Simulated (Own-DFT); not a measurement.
# Misfit strain and the stress it brings: diamond-structure GeSn with randomly placed atoms, 64 atoms (Ge56Sn8)

The numbers are computed, not measured, by runs of the plane-wave DFT program Own-DFT (in-house, retired, unreviewed) at fixed positions, with no spin and no spin-orbit coupling.

Settings: PBE; PseudoDojo norm-conserving scalar-relativistic files; cutoff 49 hartree; 3 x 3 x 3 k mesh centred on Gamma; Fermi-Dirac smearing of 0.1 eV.

Keep in mind: forces on such cells moved up to 12 meV/angstrom on a denser k mesh; stress not checked against mesh or cutoff.

Unstrained cell vectors in Å: (11.524, 0.000, 0.000); (0.000, 11.524, 0.000); (0.000, 0.000, 11.524). The unstrained cell has measured lattice constants (interpolated for alloys), not those of this functional. That, the random moves and any unrelaxed bonds set the pressure at no strain. Each run strains x and y alike by e, as a substrate would, and holds the height along z. Each coordinate of each atom was shifted by a normal deviate of width 0.05 Å. The random placing of the alloy's atoms differs from row to row. Stress is positive in tension.

```
e (%),u (Å),(s_xx + s_yy)/2 (GPa),s_zz (GPa)
-3.00,0.050,-11.06,-9.25
-2.25,0.052,-9.76,-8.32
-2.00,0.050,-8.85,-7.61
-1.50,0.043,-7.79,-6.86
-0.25,0.054,-5.53,-5.43
0.25,0.051,-4.98,-5.10
1.25,0.051,-3.18,-3.87
1.50,0.052,?,?
2.00,0.052,-2.01,-3.07
2.50,0.051,-1.34,-2.61
```

## Worked fit

With e as a fraction, the in-plane stress is -5.2 + 173 e - 766 e² GPa (errors 3 and 218, scatter 0.17), and s_zz is -5.2 + 116 e - 590 e² GPa (slope ± 3, scatter 0.16). At e = 0 the first slope is C11 + C12 and the second 2 C12, both with the ions held to the strained lattice and at the cell's own pressure. The term in e² is negative: the layer stiffens under compression and softens under tension. A free layer would change its height as e changes, and the in-plane slope would drop by 2 C12²/C11 to the biaxial modulus. At fixed height, a misfit of 1 % moves the in-plane stress by about 1.7 GPa and s_zz by 1.2 GPa.

## Withheld run

The question: what are the two stresses at e = 1.50 %?

The fitted form gives -2.8 and -3.6 GPa. The calculation gave -2.90 and -3.74 GPa.
